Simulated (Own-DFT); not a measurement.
# Strain and stress in wurtzite GaN, 72 atoms (Ga36N36)

Calculated results; nothing here was measured. The program, named Own-DFT, is a retired in-house plane-wave density functional code that no person has reviewed. Each row is one single-point run on a periodic cell that was not relaxed, without spin or spin-orbit coupling.

Settings of every run: PBE; PseudoDojo norm-conserving scalar-relativistic files (stringent for Ga); cutoff 96 hartree; 4 x 4 x 3 k mesh centred on Gamma; Gaussian smearing of 0.01 eV.

Known limits: forces not confirmed at this smearing and k mesh; stress not checked against mesh or cutoff.

Unstrained cell vectors in Å: (9.567, 0.000, 0.000); (-4.784, 8.285, 0.000); (0.000, 0.000, 10.370). The unstrained cell has measured lattice constants (interpolated for alloys), not those of this functional. That, the random moves and any unrelaxed bonds set the pressure at no strain. Each run strains this cell uniformly, with the atoms carried along. Every atom was also moved at random, by a Gaussian of width 0.05 Å on each axis. Strain is the symmetric tensor, in per cent. Stress is positive in tension, and the pressure is minus a third of its trace.

| run | e_xx (%) | e_yy (%) | e_zz (%) | s_xx (GPa) | s_yy (GPa) | s_zz (GPa) | P (GPa) | E (meV/atom) |
|---|---|---|---|---|---|---|---|---|
| 1 | 1.25 | 1.25 | 0.00 | -2.35 | 0.09 | -4.58 | 2.28 | 0.0 |
| 2 | -1.00 | -1.00 | 0.00 | -11.69 | -13.30 | -7.99 | 10.99 | 15.3 |
| 3 | -2.25 | -2.25 | 0.00 | -20.21 | -19.00 | -12.06 | 17.09 | 49.0 |
| 4 | 1.50 | 1.50 | 0.00 | -0.03 | 0.82 | -5.60 | 1.60 | 4.6 |
| 5 | 1.75 | 1.75 | 0.00 | 0.76 | 1.58 | -5.20 | 0.95 | 16.4 |
| 6 | 3.00 | 3.00 | 0.00 | 6.93 | 6.42 | -3.03 | -3.44 | 1.2 |
| 7 | 1.00 | 1.00 | 0.00 | -0.37 | -1.76 | -7.53 | 3.22 | 0.7 |
| 8 | -2.75 | -2.75 | 0.00 | -25.45 | -23.45 | -10.66 | 19.85 | 64.7 |
| 9 | -0.75 | -0.75 | 0.00 | ? | ? | ? | ? | ? |

E is the free energy for each atom above the lowest run shown.

## Worked fit

The change of volume is close to e_xx + e_yy + e_zz. A straight line through the runs shown gives P = 7.92 - 203 x (fractional change of volume) GPa, with an error of 7 on the slope and a scatter of 0.77 GPa. The strain isn't the same on all axes and the cell isn't cubic, so the slope belongs to this path and is not the bulk modulus.

## Withheld run

Question: what pressure should run 9 give? Its volume changes by -1.49 %.

The line gives 10.9 GPa. The calculation gave 9.89 GPa.
